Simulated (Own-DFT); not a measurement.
# Energy and forces against displacement in rutile TiO2, 72 atoms (O48Ti24)

These are calculations, not measurements. The program, named Own-DFT, is a retired in-house plane-wave density functional code that no person has reviewed. Each row is one single-point run on a periodic cell that was not relaxed, without spin or spin-orbit coupling.

Settings of every run: PBE; PseudoDojo norm-conserving scalar-relativistic files; cutoff 72 hartree; 3 x 3 x 3 k mesh centred on Gamma; Fermi-Dirac smearing of 0.1 eV.

Known limits, some of them of some rows only: some atoms lie very close together; oxygen file: force components 24 meV/angstrom off all-electron in a glass; forces on such cells passed a denser k mesh, each cell not checked; stress not checked against mesh or cutoff.

Cell vectors in Å: (9.187, 0.000, 0.000); (0.000, 9.187, 0.000); (0.000, 0.000, 8.876). In each run every atom was moved at random and independently from its ideal site; u is the rms move along one axis. E is the free energy for each atom above the fitted value at u = 0, and F the rms of the force components.

| run | u (Å) | E (meV/atom) | F (eV/Å) | largest force (eV/Å) | P (GPa) |
|---|---|---|---|---|---|
| 1 | 0.0201 | 8.2 | 0.348 | 1.55 | 4.79 |
| 2 | 0.0210 | 9.1 | 0.405 | 1.78 | 4.91 |
| 3 | 0.0213 | 9.5 | 0.397 | 1.50 | 4.80 |
| 4 | 0.0443 | 34.5 | 0.725 | 2.97 | 6.18 |
| 5 | 0.0505 | 58.4 | 1.075 | 3.94 | 6.94 |
| 6 | 0.0731 | ? | ? | ? | ? |
| 7 | 0.0810 | 134.2 | 1.707 | 7.03 | 10.36 |
| 8 | 0.1184 | 350.3 | 3.165 | 15.29 | 19.01 |

## Worked fit

For small independent moves the energy grows as E = (3/2) K u², with K the mean stiffness felt by one atom. The runs with u up to 0.11 Å give K = 13.7 ± 0.8 eV/Å², with residuals divided by u² + 0.0006 Å², since the noise grows with the moves. The scatter is 4.6 meV/atom at u = 0.05 Å. The forces follow F = G u with G = 19.1 eV/Å²; no force at u = 0 is resolved. G exceeds K because the moves of its neighbours add to the force on an atom, and stiffness differs between atoms. The pressure follows P = 4.46 + 906 u² GPa: at fixed volume, shortened bonds push harder than stretched ones pull.

## Withheld run

Question: what energy and rms force should run 6 give?

The fit gives 110 ± 11 meV/atom and about 1.40 eV/Å. The calculation gave 113.9 meV/atom and 1.583 eV/Å.
